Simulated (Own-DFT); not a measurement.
# Which defects push the lattice out? zincblende GaAs

Source: density functional calculations with Own-DFT, an unreviewed in-house program that is no longer used. Nothing was measured or relaxed, and spin and spin-orbit coupling are left out.

All runs used: PBE; PseudoDojo norm-conserving scalar-relativistic files; cutoff 42 hartree; 3 x 3 x 3 k mesh centred on Gamma; Fermi-Dirac smearing of 0.1 eV.

Caveats (not all hold for every row): not probed for a lower state with spin; forces on such cells failed a check on a denser k mesh; forces not confirmed at this smearing and k mesh; stress not checked against mesh or cutoff.

All runs share one cell, with vectors in Å (11.307, 0.000, 0.000); (0.000, 11.307, 0.000); (0.000, 0.000, 11.307) and a volume of 1445.4 Å³. Atoms were moved at random from their sites; u is the rms move along one axis. The defect's site can differ from row to row.

```
                                        cell    formula   u (Å)  P (GPa)
                                   no defect   As32Ga32  0.0211     3.53
                                   no defect   As32Ga32  0.0481     3.88
                                   no defect   As32Ga32  0.0502     3.99
                            two Ga vacancies   As32Ga30  0.0264     2.92
                            two Ga vacancies   As32Ga30  0.0294        ?
                            two Ga vacancies   As32Ga30  0.0300     2.96
                            two Ga vacancies   As32Ga30  0.0338     2.99
                         one As on a Ga site   As33Ga31  0.0309     4.28
                         one As on a Ga site   As33Ga31  0.0471     4.47
                         one As on a Ga site   As33Ga31  0.0523     4.61
                         one P on an As site  As31Ga32P  0.0280     3.32
                         one P on an As site  As31Ga32P  0.0288     3.39
                         one P on an As site  As31Ga32P  0.0306     3.35
one As on a Ga site and one Ga on an As site   As32Ga32  0.0296     3.94
one As on a Ga site and one Ga on an As site   As32Ga32  0.0311     3.92
one As on a Ga site and one Ga on an As site   As32Ga32  0.0505     4.26
```

## Analysis

P = P0 + c u² + a shift for each defect gives P0 = 3.45 GPa, c = 199 ± 11 GPa/Å² and a scatter of 0.03 GPa. The shifts, and each times the cell's volume:

- one As on a Ga site: 0.61 ± 0.02 GPa, 5.5 eV
- one As on a Ga site and one Ga on an As site: 0.30 ± 0.02 GPa, 2.7 eV
- one P on an As site: -0.27 ± 0.03 GPa, -2.4 eV
- two Ga vacancies: -0.68 ± 0.03 GPa, -6.1 eV (-3.0 eV for each of its 2 sites)

Against the defect-free cell, a freed cell would be larger where the shift is positive and smaller where it is negative (160.2 GPa Å³ is 1 eV). The atoms around the defects weren't relaxed, which would change these numbers.

## Check

Asked: what pressure belongs in the blank (two Ga vacancies, u = 0.0294 Å)?

Estimate: 2.95 ± 0.03 GPa. DFT gave 2.87 GPa.
